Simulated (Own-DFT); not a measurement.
# Stretching a layer in its plane: wurtzite AlGaN with randomly placed atoms, 72 atoms (Al27Ga9N36)

Source: density functional calculations with Own-DFT, an unreviewed in-house program that is no longer used. Nothing was measured or relaxed, and spin and spin-orbit coupling are left out.

Settings: PBE; PseudoDojo norm-conserving scalar-relativistic files; cutoff 42 hartree; 4 x 4 x 3 k mesh centred on Gamma; Fermi-Dirac smearing of 0.1 eV.

Keep in mind: forces on such cells passed a denser k mesh, each cell not checked; stress not checked against mesh or cutoff.

Unstrained cell vectors in Å: (9.394, 0.000, 0.000); (-4.697, 8.135, 0.000); (0.000, 0.000, 10.066). The unstrained cell has measured lattice constants (interpolated for alloys), not those of this functional. That, the random moves and any unrelaxed bonds set the pressure at no strain. Each run strains x and y alike by e, as a substrate would, and holds the height along z. Each atom got a random Gaussian move of width 0.05 Å along each axis. The random placing of the alloy's atoms differs from row to row. Stress is positive in tension.

| e (%) | u (Å) | (s_xx + s_yy)/2 (GPa) | s_zz (GPa) |
|---|---|---|---|
| -2.75 | 0.055 | -25.52 | -11.01 |
| -2.00 | 0.050 | ? | ? |
| -1.75 | 0.048 | -17.19 | -9.41 |
| -1.00 | 0.050 | -13.18 | -7.26 |
| -0.50 | 0.052 | -9.94 | -8.92 |
| 0.25 | 0.042 | -4.20 | -6.50 |
| 0.75 | 0.048 | -2.78 | -3.81 |
| 1.00 | 0.052 | -1.61 | -4.63 |
| 2.00 | 0.056 | 3.81 | -4.99 |
| 3.00 | 0.053 | 8.36 | -2.84 |

## Worked fit

With e as a fraction, the in-plane stress is -6.6 + 588 e - 3131 e² GPa (errors 12 and 655, scatter 0.61), and s_zz is -6.8 + 142 e GPa (slope ± 21, scatter 1.10). At e = 0 the first slope is C11 + C12 and the second 2 C13, both with the ions held to the strained lattice and at the cell's own pressure. The term in e² is negative: the layer stiffens under compression and softens under tension. A free layer would change its height as e changes, and the in-plane slope would drop by 2 C13²/C33 to the biaxial modulus. At fixed height, a misfit of 1 % moves the in-plane stress by about 5.9 GPa and s_zz by 1.4 GPa.

## Prediction

Asked: what are the two stresses at e = -2.00 %?

The fitted form gives -19.7 and -9.6 GPa. Computed: -20.48 and -8.39 GPa.
